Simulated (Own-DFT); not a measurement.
# Computed records: GaAs (zincblende with one plane slipped along a stacking-fault path, atoms displaced), GaP (zincblende, strained, atoms displaced)

Computed with Own-DFT development build. A calculation, not a measurement: plane-wave PBE density functional theory by an unreviewed code, no spin, of a simulated periodic cell, stress positive in tension, free energy of the whole cell less one offset for each atom, forces on such cells passed a denser k mesh, this cell's mesh not checked; offsets are fitted by least squares, one for each functional and potential file, so energies compare only between cells with the same atoms and settings and are not formation energies; the far tail of each file's local potential was reset to the Coulomb form; each entry is a single point on an unrelaxed cell, so the pressure reflects the starting lattice, mostly measured values (interpolated for alloys), from which strain is counted, and rises with the displacements; printed positions are rounded, which can move forces by about a meV/angstrom; the program, named Own-DFT, is a retired in-house code; no spin-orbit coupling.

Settings shared by all entries: functional PBE; potential files PseudoDojo norm-conserving, scalar-relativistic, standard set; wave cutoff 42 hartree; occupations Fermi-Dirac; smearing width 0.1 eV.

```json
{"entry": 1, "formula": "GaAs", "kind": "zincblende with one plane slipped along a stacking-fault path, atoms displaced", "structure": {"cell_angstrom": [[5.6533, -5.6533, 0.0], [0.0, 5.6533, -5.6533], [11.495, 11.495, 10.9297]], "atoms_fractional": [["Ga", 0.00593, 0.00682, 0.99944], ["As", 0.00218, 0.00354, 0.12484], ["Ga", 0.15398, 0.30847, 0.16121], ["As", 0.17056, 0.32229, 0.28656], ["Ga", 0.32878, 0.14366, 0.33187], ["As", 0.31737, 0.13773, 0.45814], ["Ga", 0.00725, 0.03868, 0.50041], ["As", 0.01188, 0.0189, 0.62407], ["Ga", 0.17487, 0.34999, 0.6659], ["As", 0.17776, 0.34076, 0.78745], ["Ga", 0.34342, 0.18784, 0.83819], ["As", 0.3493, 0.16661, 0.96276], ["Ga", 0.99355, 0.50555, 0.99691], ["As", 0.9892, 0.48241, 0.12262], ["Ga", 0.16122, 0.82972, 0.16857], ["As", 0.14305, 0.79528, 0.29037], ["Ga", 0.32208, 0.64484, 0.32975], ["As", 0.32131, 0.63046, 0.45692], ["Ga", 0.00927, 0.52316, 0.49972], ["As", 0.01227, 0.53242, 0.62726], ["Ga", 0.18642, 0.85213, 0.66734], ["As", 0.1628, 0.83472, 0.79819], ["Ga", 0.3271, 0.66014, 0.83573], ["As", 0.32239, 0.65819, 0.9624], ["Ga", 0.50636, 0.99973, 0.99994], ["As", 0.4857, 0.98357, 0.12959], ["Ga", 0.66617, 0.32203, 0.16893], ["As", 0.65291, 0.29594, 0.28663], ["Ga", 0.81754, 0.13449, 0.32469], ["As", 0.80029, 0.12264, 0.45994], ["Ga", 0.51964, 0.02173, 0.50246], ["As", 0.50174, 0.01991, 0.62955], ["Ga", 0.67773, 0.35135, 0.66433], ["As", 0.6792, 0.35571, 0.79149], ["Ga", 0.8295, 0.18756, 0.83555], ["As", 0.82953, 0.17013, 0.95418], ["Ga", 0.49542, 0.49156, 0.00135], ["As", 0.50904, 0.52436, 0.12437], ["Ga", 0.67978, 0.81302, 0.16827], ["As", 0.65408, 0.81862, 0.29482], ["Ga", 0.82616, 0.64705, 0.33095], ["As", 0.8369, 0.64609, 0.4577], ["Ga", 0.50564, 0.523, 0.50278], ["As", 0.51261, 0.51985, 0.62459], ["Ga", 0.68115, 0.85684, 0.66888], ["As", 0.67044, 0.8425, 0.79243], ["Ga", 0.84553, 0.68544, 0.83314], ["As", 0.83908, 0.67609, 0.95806]]}, "settings": {"k_mesh": "4 x 4 x 2 centred on Gamma"}, "results": {"free_energy_of_cell_above_offsets [eV]": "-14.733", "pressure [GPa]": 5.02, "stress_xx [GPa]": -5.16, "stress_yy [GPa]": -4.82, "stress_zz [GPa]": -5.07, "stress_yz [GPa]": -0.38, "stress_xz [GPa]": -0.12, "stress_xy [GPa]": 1.7, "force_element": ["Ga", "As", "Ga", "As", "Ga", "As", "Ga", "As", "Ga", "As", "Ga", "As", "Ga", "As", "Ga", "As", "Ga", "As", "Ga", "As", "Ga", "As", "Ga", "As", "Ga", "As", "Ga", "As", "Ga", "As", "Ga", "As", "Ga", "As", "Ga", "As", "Ga", "As", "Ga", "As", "Ga", "As", "Ga", "As", "Ga", "As", "Ga", "As"], "force_x [eV/angstrom]": [-0.18, -0.898, 1.65, -0.476, -0.491, 0.71, 0.678, 0.224, -0.305, -0.151, -0.222, -0.959, 0.039, 0.414, -0.771, 0.931, 0.18, -0.724, 0.793, -0.364, -0.276, 0.889, 0.352, 0.366, 0.371, 0.668, -1.494, 0.996, 1.988, 0.639, -2.242, 0.651, 0.298, -0.706, -0.263, 1.271, 0.487, -1.54, 0.752, -0.597, -0.585, -1.538, 0.803, 0.15, -0.321, 0.109, -0.675, -0.632], "force_y [eV/angstrom]": [-0.064, -1.438, 1.319, -0.057, 0.23, 0.117, -1.407, 0.089, -0.216, 1.099, -0.801, 0.633, 0.053, 0.257, -0.603, 0.23, 0.381, 1.166, -1.093, -1.129, 1.727, -0.937, -0.042, -0.712, 0.013, -1.066, -0.325, 1.509, 0.774, -1.435, 2.117, -1.445, 0.507, 0.327, -1.83, 0.304, 0.118, -1.849, 2.471, -1.759, 0.519, 1.976, -2.223, 0.563, -0.104, 0.762, 0.697, 0.581], "force_z [eV/angstrom]": [-0.175, 0.972, -1.673, 0.868, 0.499, -1.6, 2.102, 0.171, -0.483, 0.766, 0.328, -0.333, 0.901, -0.571, 0.491, -1.075, 0.586, -2.289, 2.306, 0.499, 0.632, -1.713, -0.287, -0.67, 1.268, -0.758, -0.882, -0.254, -0.52, -4.237, 2.859, -0.625, 0.071, -0.113, -0.186, 0.522, -0.698, 2.731, -1.367, 0.645, 1.257, -2.001, 1.451, 0.055, 0.072, -0.115, 0.62, -0.047]}}
{"entry": 2, "formula": "GaP", "kind": "zincblende, strained, atoms displaced", "structure": {"cell_angstrom": [[10.862, 0.0, 0.0], [0.0, 10.862, 0.0], [0.0, 0.0, 10.9361]], "atoms_fractional": [["Ga", 0.99739, 0.99507, 0.99882], ["Ga", 0.99544, 0.24714, 0.24844], ["Ga", 0.24346, 0.99709, 0.24445], ["Ga", 0.25435, 0.24651, 0.00308], ["P", 0.13346, 0.12638, 0.11649], ["P", 0.12106, 0.36837, 0.37408], ["P", 0.36734, 0.13321, 0.37299], ["P", 0.37648, 0.37599, 0.13035], ["Ga", 0.00229, 0.99762, 0.49649], ["Ga", 0.00688, 0.24411, 0.76114], ["Ga", 0.24747, 0.00624, 0.75327], ["Ga", 0.24482, 0.25261, 0.50239], ["P", 0.12005, 0.12736, 0.62599], ["P", 0.13463, 0.37307, 0.86949], ["P", 0.37457, 0.13385, 0.87184], ["P", 0.37247, 0.38423, 0.61907], ["Ga", 0.00341, 0.49968, 0.99353], ["Ga", 0.99553, 0.74774, 0.25746], ["Ga", 0.25302, 0.49926, 0.25342], ["Ga", 0.24646, 0.74861, 0.99685], ["P", 0.12419, 0.62842, 0.1268], ["P", 0.12778, 0.87552, 0.37748], ["P", 0.38001, 0.62312, 0.38204], ["P", 0.37648, 0.87627, 0.12071], ["Ga", 0.00195, 0.50137, 0.49561], ["Ga", 0.00385, 0.75036, 0.74957], ["Ga", 0.24591, 0.5054, 0.74756], ["Ga", 0.24223, 0.74985, 0.4981], ["P", 0.11899, 0.62107, 0.62437], ["P", 0.12383, 0.87402, 0.8686], ["P", 0.37821, 0.62505, 0.87827], ["P", 0.37516, 0.87348, 0.61723], ["Ga", 0.50446, 0.00476, 0.99357], ["Ga", 0.49729, 0.2448, 0.2507], ["Ga", 0.74708, 0.00232, 0.25089], ["Ga", 0.75434, 0.24777, 0.00137], ["P", 0.62384, 0.12877, 0.12473], ["P", 0.62298, 0.37918, 0.38711], ["P", 0.87053, 0.12674, 0.37033], ["P", 0.87662, 0.37168, 0.12205], ["Ga", 0.50586, 0.0026, 0.49271], ["Ga", 0.49966, 0.25804, 0.74456], ["Ga", 0.75597, 0.00064, 0.7533], ["Ga", 0.7485, 0.24858, 0.5019], ["P", 0.61576, 0.12331, 0.62974], ["P", 0.62318, 0.37082, 0.88468], ["P", 0.8743, 0.11874, 0.88011], ["P", 0.87509, 0.37628, 0.62576], ["Ga", 0.5085, 0.50236, 0.99969], ["Ga", 0.50528, 0.75439, 0.24643], ["Ga", 0.74714, 0.5016, 0.25172], ["Ga", 0.75354, 0.74768, 0.00309], ["P", 0.62986, 0.62091, 0.12574], ["P", 0.63071, 0.87267, 0.37135], ["P", 0.86638, 0.62139, 0.37207], ["P", 0.88289, 0.86216, 0.132], ["Ga", 0.50917, 0.50339, 0.50174], ["Ga", 0.49375, 0.75265, 0.73957], ["Ga", 0.74885, 0.50439, 0.74645], ["Ga", 0.74043, 0.7589, 0.50438], ["P", 0.62604, 0.62742, 0.63071], ["P", 0.61983, 0.86644, 0.86454], ["P", 0.87778, 0.63099, 0.88316], ["P", 0.87357, 0.86932, 0.62522]]}, "settings": {"hardware": "one NVIDIA H100", "k_mesh": "3 x 3 x 3 centred on Gamma"}, "results": {"free_energy_of_cell_above_offsets [eV]": "-33.749", "pressure [GPa]": 3.38, "stress_xx [GPa]": -3.5, "stress_yy [GPa]": -3.56, "stress_zz [GPa]": -3.08, "stress_yz [GPa]": -0.09, "stress_xz [GPa]": -0.44, "stress_xy [GPa]": 0.31, "force_element": ["Ga", "Ga", "Ga", "Ga", "P", "P", "P", "P", "Ga", "Ga", "Ga", "Ga", "P", "P", "P", "P", "Ga", "Ga", "Ga", "Ga", "P", "P", "P", "P", "Ga", "Ga", "Ga", "Ga", "P", "P", "P", "P", "Ga", "Ga", "Ga", "Ga", "P", "P", "P", "P", "Ga", "Ga", "Ga", "Ga", "P", "P", "P", "P", "Ga", "Ga", "Ga", "Ga", "P", "P", "P", "P", "Ga", "Ga", "Ga", "Ga", "P", "P", "P", "P"], "force_x [eV/angstrom]": [0.537, 0.6, 0.905, 0.549, -1.821, 0.11, 0.174, 0.269, -0.733, -0.971, 0.514, 0.258, 0.301, -0.441, 0.442, 0.13, 0.271, 0.911, -0.278, 0.329, 0.08, -0.633, -0.297, -0.006, -0.782, -0.696, 0.937, 0.904, 0.281, 0.342, -0.288, -0.645, -0.309, 0.259, 0.55, -0.25, 0.263, 0.552, 0.338, -0.001, -0.945, -0.482, -0.946, -0.066, 1.321, 0.668, 0.179, 0.385, -1.012, -0.706, 0.042, -0.653, -0.386, -0.764, 0.549, -1.22, -0.84, -0.305, 0.552, 0.827, -0.289, 0.945, 0.018, 0.475], "force_y [eV/angstrom]": [-0.345, -0.079, 0.238, 1.253, -0.671, 0.709, -1.345, 0.116, 0.32, 0.586, -0.377, 0.085, -0.462, 0.091, -0.599, -0.296, -0.272, -0.665, 0.175, 0.165, -0.562, -0.078, 0.679, 0.108, -0.525, -0.397, -0.081, -0.584, 0.672, 0.332, 0.049, 0.913, -0.396, 1.028, -0.392, 0.039, -0.553, -1.078, -0.411, 0.73, -0.059, 0.298, -0.499, 0.025, -0.015, 0.248, 0.552, -0.432, -0.27, -0.695, -1.246, 0.51, 0.737, 0.733, 0.764, 1.978, 0.417, -0.575, -0.568, -1.244, 0.214, 0.842, -0.716, 0.881], "force_z [eV/angstrom]": [0.608, -0.495, 0.213, -0.374, 0.807, -0.243, 0.246, -0.701, 0.367, -0.645, -0.632, 0.163, -0.212, 0.992, -0.088, 0.387, 0.527, 0.436, 0.082, 0.223, 0.214, -0.747, -0.772, -0.048, -0.123, -0.05, 0.139, 0.474, -0.214, 0.561, -0.627, 0.049, -0.188, 0.382, -0.782, 0.084, -0.026, -1.772, 0.727, 0.201, -0.099, 0.338, -0.532, 0.503, -0.306, -1.423, -0.135, 0.37, 0.471, 0.04, -0.152, -0.055, -0.019, -0.03, 1.195, -0.795, 0.615, 0.609, 1.195, -0.085, -0.573, 1.184, -1.368, -0.09], "wall_time [s]": 505.9}}
{"entry": 3, "formula": "GaP", "kind": "zincblende, strained, atoms displaced", "structure": {"cell_angstrom": [[10.862, 0.0, 0.0], [0.0, 10.862, 0.0], [0.0, 0.0, 10.9439]], "atoms_fractional": [["Ga", 0.98595, 0.00951, 0.01425], ["Ga", 0.98625, 0.23873, 0.25103], ["Ga", 0.25007, 0.99876, 0.26804], ["Ga", 0.25493, 0.25114, 0.00484], ["P", 0.11589, 0.11793, 0.11574], ["P", 0.12498, 0.38115, 0.36738], ["P", 0.38197, 0.13944, 0.39141], ["P", 0.38661, 0.36699, 0.12641], ["Ga", 0.00204, 0.01362, 0.51317], ["Ga", 0.01474, 0.25068, 0.75289], ["Ga", 0.24912, 0.99761, 0.74955], ["Ga", 0.25654, 0.25051, 0.49727], ["P", 0.12152, 0.12058, 0.62571], ["P", 0.12422, 0.38085, 0.88469], ["P", 0.37036, 0.12343, 0.86423], ["P", 0.37588, 0.37738, 0.62322], ["Ga", 0.99166, 0.49029, 0.00282], ["Ga", 0.00582, 0.7464, 0.24658], ["Ga", 0.25844, 0.50318, 0.25474], ["Ga", 0.26791, 0.74458, 0.00164], ["P", 0.12136, 0.62847, 0.12643], ["P", 0.12982, 0.88048, 0.37711], ["P", 0.37427, 0.6353, 0.37812], ["P", 0.37179, 0.86818, 0.10953], ["Ga", 0.99873, 0.5043, 0.49642], ["Ga", 0.00224, 0.76734, 0.7567], ["Ga", 0.26119, 0.49859, 0.74558], ["Ga", 0.26885, 0.75708, 0.51398], ["P", 0.12702, 0.6264, 0.62378], ["P", 0.12042, 0.8853, 0.87132], ["P", 0.37319, 0.61757, 0.88377], ["P", 0.37183, 0.8648, 0.62746], ["Ga", 0.50242, 0.99379, 0.99886], ["Ga", 0.49942, 0.23438, 0.23951], ["Ga", 0.74808, 0.9977, 0.23297], ["Ga", 0.75138, 0.24498, 0.99352], ["P", 0.61469, 0.12267, 0.11915], ["P", 0.61843, 0.38173, 0.36632], ["P", 0.87541, 0.12294, 0.37952], ["P", 0.88113, 0.36928, 0.12513], ["Ga", 0.50638, 0.00679, 0.5026], ["Ga", 0.49895, 0.25625, 0.75653], ["Ga", 0.75598, 0.99579, 0.76091], ["Ga", 0.75026, 0.24919, 0.49578], ["P", 0.62379, 0.12958, 0.62055], ["P", 0.61937, 0.37308, 0.88321], ["P", 0.8772, 0.12511, 0.86907], ["P", 0.87485, 0.3607, 0.63046], ["Ga", 0.48905, 0.49062, 0.01057], ["Ga", 0.49489, 0.74567, 0.23951], ["Ga", 0.75991, 0.50058, 0.25773], ["Ga", 0.7521, 0.73558, 0.99493], ["P", 0.62759, 0.63011, 0.12538], ["P", 0.6204, 0.87857, 0.37915], ["P", 0.87631, 0.62698, 0.38754], ["P", 0.87461, 0.87776, 0.12533], ["Ga", 0.49606, 0.48706, 0.50789], ["Ga", 0.49904, 0.75149, 0.7559], ["Ga", 0.73962, 0.50099, 0.74358], ["Ga", 0.74121, 0.73423, 0.49481], ["P", 0.6324, 0.6313, 0.61913], ["P", 0.63083, 0.87507, 0.88659], ["P", 0.87703, 0.62754, 0.87504], ["P", 0.87282, 0.87785, 0.62957]]}, "settings": {"k_mesh": "3 x 3 x 3 centred on Gamma"}, "results": {"free_energy_of_cell_above_offsets [eV]": "-28.819", "pressure [GPa]": 4.62, "stress_xx [GPa]": -4.82, "stress_yy [GPa]": -4.78, "stress_zz [GPa]": -4.27, "stress_yz [GPa]": -0.97, "stress_xz [GPa]": 0.73, "stress_xy [GPa]": -0.72, "force_element": ["Ga", "Ga", "Ga", "Ga", "P", "P", "P", "P", "Ga", "Ga", "Ga", "Ga", "P", "P", "P", "P", "Ga", "Ga", "Ga", "Ga", "P", "P", "P", "P", "Ga", "Ga", "Ga", "Ga", "P", "P", "P", "P", "Ga", "Ga", "Ga", "Ga", "P", "P", "P", "P", "Ga", "Ga", "Ga", "Ga", "P", "P", "P", "P", "Ga", "Ga", "Ga", "Ga", "P", "P", "P", "P", "Ga", "Ga", "Ga", "Ga", "P", "P", "P", "P"], "force_x [eV/angstrom]": [0.062, 1.896, 0.74, -0.768, 2.206, -0.212, 0.472, -2.204, -1.293, -0.601, -0.266, -2.374, 2.418, 1.189, 0.641, -0.466, 0.589, -0.62, -0.424, -3.622, 1.137, -1.036, 0.735, 1.054, 0.713, -0.19, -1.716, -3.644, 0.066, 0.821, 1.079, 2.734, -1.062, 0.051, -0.567, -0.044, 1.708, 0.438, -0.959, -1.783, -0.614, 0.154, -0.993, -0.501, 0.553, 0.419, 0.33, 0.132, 2.011, 0.297, -0.472, -0.009, 0.019, 0.366, 0.474, -0.148, 1.134, 0.616, 1.118, 0.999, -2.753, -0.136, 0.378, -0.271], "force_y [eV/angstrom]": [-1.109, 0.528, 1.086, -0.527, 1.499, -1.084, -2.062, -0.182, -2.198, 0.213, -0.278, 1.294, 1.753, -0.453, 0.185, -1.371, 1.692, 1.128, 0.125, -0.332, -1.19, -1.161, -1.153, 2.218, -1.234, -1.567, 0.601, -2.253, 0.359, -0.113, -0.336, 3.462, 0.431, 1.305, 0.3, 0.309, -0.455, -1.172, -0.733, -0.19, -0.907, -0.683, 0.266, 0.5, -0.013, 0.836, 0.459, 1.458, 1.481, 0.921, 0.175, 1.23, -1.586, -0.569, 0.231, -1.881, 2.189, -0.318, -0.602, 3.189, -1.644, -0.522, -1.075, -0.471], "force_z [eV/angstrom]": [-2.346, -0.184, -1.821, -0.534, 2.319, 0.431, -2.238, 1.282, -1.711, 0.335, -0.501, 0.893, 0.707, -1.002, 1.254, 1.041, -0.212, 1.197, -0.457, -1.087, -0.996, 1.596, 0.021, 2.836, 1.295, -0.925, 0.552, -2.798, 0.506, 2.123, -1.278, 2.248, -0.633, 1.877, 2.002, 0.39, -0.579, 0.318, -0.46, 0.463, 0.402, -0.85, -1.101, -0.234, 1.666, -0.435, 0.712, -0.367, -0.938, 0.852, -0.762, 0.742, 0.245, -1.284, -2.046, -0.161, -1.558, 0.292, 0.788, -0.542, 1.749, -1.16, -0.891, -1.044]}}
```
